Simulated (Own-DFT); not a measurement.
# Strain and stress in hcp Hf, 36 atoms (Hf36)

Calculated results; nothing here was measured. They come from Own-DFT, an in-house plane-wave density functional program, since retired, whose code no person has reviewed. Each row is one single-point run on a periodic cell that was not relaxed, without spin or spin-orbit coupling.

Settings of every run: PBE; PseudoDojo norm-conserving scalar-relativistic files; cutoff 42 hartree; 4 x 4 x 4 k mesh centred on Gamma; cold (Marzari-Vanderbilt) smearing of 0.2 eV.

Known limits: hafnium file: forces about 75 meV/angstrom off all-electron values; forces on such cells passed a denser k mesh, each cell not checked; stress not checked against mesh or cutoff.

Unstrained cell vectors in Å: (9.589, 0.000, 0.000); (-4.795, 8.304, 0.000); (0.000, 0.000, 10.102). The unstrained cell has measured lattice constants (interpolated for alloys), not those of this functional. That, the random moves and any unrelaxed bonds set the pressure at no strain. Each run strains this cell uniformly, with the atoms carried along. Every atom was also moved at random, by a Gaussian of width 0.05 Å on each axis. Strain is the symmetric tensor, in per cent. Stress is positive in tension, and the pressure is minus a third of its trace.

| run | e_xx (%) | e_yy (%) | e_zz (%) | e_yz (%) | e_xz (%) | e_xy (%) | s_xx (GPa) | s_yy (GPa) | s_zz (GPa) | s_yz (GPa) | s_xz (GPa) | s_xy (GPa) | P (GPa) | E (meV/atom) |
|---|---|---|---|---|---|---|---|---|---|---|---|---|---|---|
| 1 | -0.70 | 1.80 | 0.54 | -0.17 | -1.03 | -1.80 | -1.17 | 1.69 | 0.12 | -0.32 | -1.08 | -2.22 | -0.21 | 11.3 |
| 2 | -0.83 | 0.79 | -0.59 | -0.43 | -1.78 | -1.90 | -2.86 | -0.91 | -2.80 | -0.47 | -1.90 | -2.07 | 2.19 | 4.9 |
| 3 | 1.70 | 0.58 | 1.52 | 1.82 | -1.79 | -1.88 | 3.22 | 1.46 | 2.68 | 1.57 | -1.53 | -2.13 | -2.45 | 14.4 |
| 4 | -1.09 | -0.50 | 0.75 | 1.63 | -0.50 | -1.97 | -3.45 | -2.71 | -1.23 | 1.45 | -0.40 | -2.84 | 2.46 | 15.2 |
| 5 | 1.52 | 0.46 | -0.84 | -1.85 | 1.88 | -1.23 | 1.29 | -0.02 | -2.21 | -1.84 | 1.81 | -1.65 | 0.31 | 9.8 |
| 6 | 0.61 | -0.20 | 0.51 | -0.23 | -1.70 | -0.85 | -0.21 | -0.78 | -0.45 | -0.26 | -1.69 | -1.34 | 0.48 | 4.3 |
| 7 | -1.45 | 1.03 | 0.90 | 0.12 | -0.36 | -1.34 | -3.24 | 0.60 | 0.11 | 0.08 | -0.39 | -1.79 | 0.84 | 1.3 |
| 8 | -1.76 | 0.06 | -0.11 | -0.56 | 1.72 | -0.87 | -5.18 | -2.18 | -3.27 | -0.46 | 1.70 | -1.24 | 3.54 | 11.9 |
| 9 | -0.79 | -1.70 | 0.07 | -1.95 | 0.65 | 0.78 | -4.01 | -5.28 | -3.32 | -1.94 | 0.68 | 1.02 | 4.20 | 11.5 |
| 10 | 0.38 | -0.92 | -1.24 | -1.35 | -1.12 | 0.79 | -1.96 | -3.93 | -4.65 | -1.35 | -1.16 | 1.16 | 3.51 | 5.3 |
| 11 | -0.74 | -1.74 | 0.95 | 1.86 | -1.35 | -1.10 | -2.75 | -5.21 | -1.57 | 1.77 | -1.16 | -1.50 | 3.18 | 12.7 |
| 12 | -1.50 | 0.12 | -0.95 | 0.15 | 0.84 | -1.09 | -5.11 | -2.55 | -4.96 | 0.14 | 1.03 | -0.84 | 4.21 | 12.4 |
| 13 | 1.57 | -0.70 | -0.88 | 1.39 | 1.96 | 0.57 | 0.38 | -2.17 | -3.09 | 1.35 | 1.97 | 0.93 | 1.62 | 12.5 |
| 14 | 0.00 | -0.84 | 0.08 | 1.31 | -1.38 | 0.71 | -1.51 | -3.07 | -2.29 | 1.38 | -1.38 | 1.07 | 2.29 | 4.3 |
| 15 | -1.62 | 0.25 | 1.22 | -0.21 | 0.85 | -0.75 | -3.46 | -0.99 | -0.16 | -0.23 | 0.83 | -0.97 | 1.54 | 0.0 |
| 16 | -1.66 | 0.68 | -1.24 | -1.58 | 0.27 | 1.05 | ? | ? | ? | ? | ? | ? | ? | ? |

E is the free energy for each atom above the lowest run shown.

## Worked fit

Each stress component was fitted by least squares to a constant and the strains of the runs shown, as fractions, with shears doubled. Shear strains stay in the fit of a normal stress only where such slopes are resolved. The slopes, in GPa:

| stress | at no strain | per e_xx | per e_yy | per e_zz | scatter |
|---|---|---|---|---|---|
| s_xx | -1.4 | 195 ± 6 | 54 ± 7 | 74 ± 8 | 0.25 |
| s_yy | -1.4 | 59 ± 6 | 202 ± 7 | 55 ± 8 | 0.27 |
| s_zz | -1.8 | 65 ± 4 | 71 ± 5 | 207 ± 5 | 0.17 |

Each shear stress against twice its own strain: yz 49 ± 1, xz 50 ± 1, xy 67 ± 5 GPa. These are stiffnesses along x, y and z of the frame in which the cell vectors are given, which need not be the crystal's axes. The atoms are held to the strained lattice; where symmetry lets them move under strain, relaxing them would lower some slopes. The table should be nearly symmetric about its diagonal, and what it lacks of that shows the noise. A ninth of its sum, 109 ± 2 GPa, estimates the bulk modulus near the mean pressure of these runs, 1.8 GPa, so it lies above the value at zero pressure.

## Withheld run

Question: what normal stresses and pressure should run 16 give?

The fit gives s_xx = -5.2, s_yy = -1.7, s_zz = -4.9 and P = 4.0 GPa. The calculation gave -4.89, -2.05, -5.06 and P = 4.00 GPa.
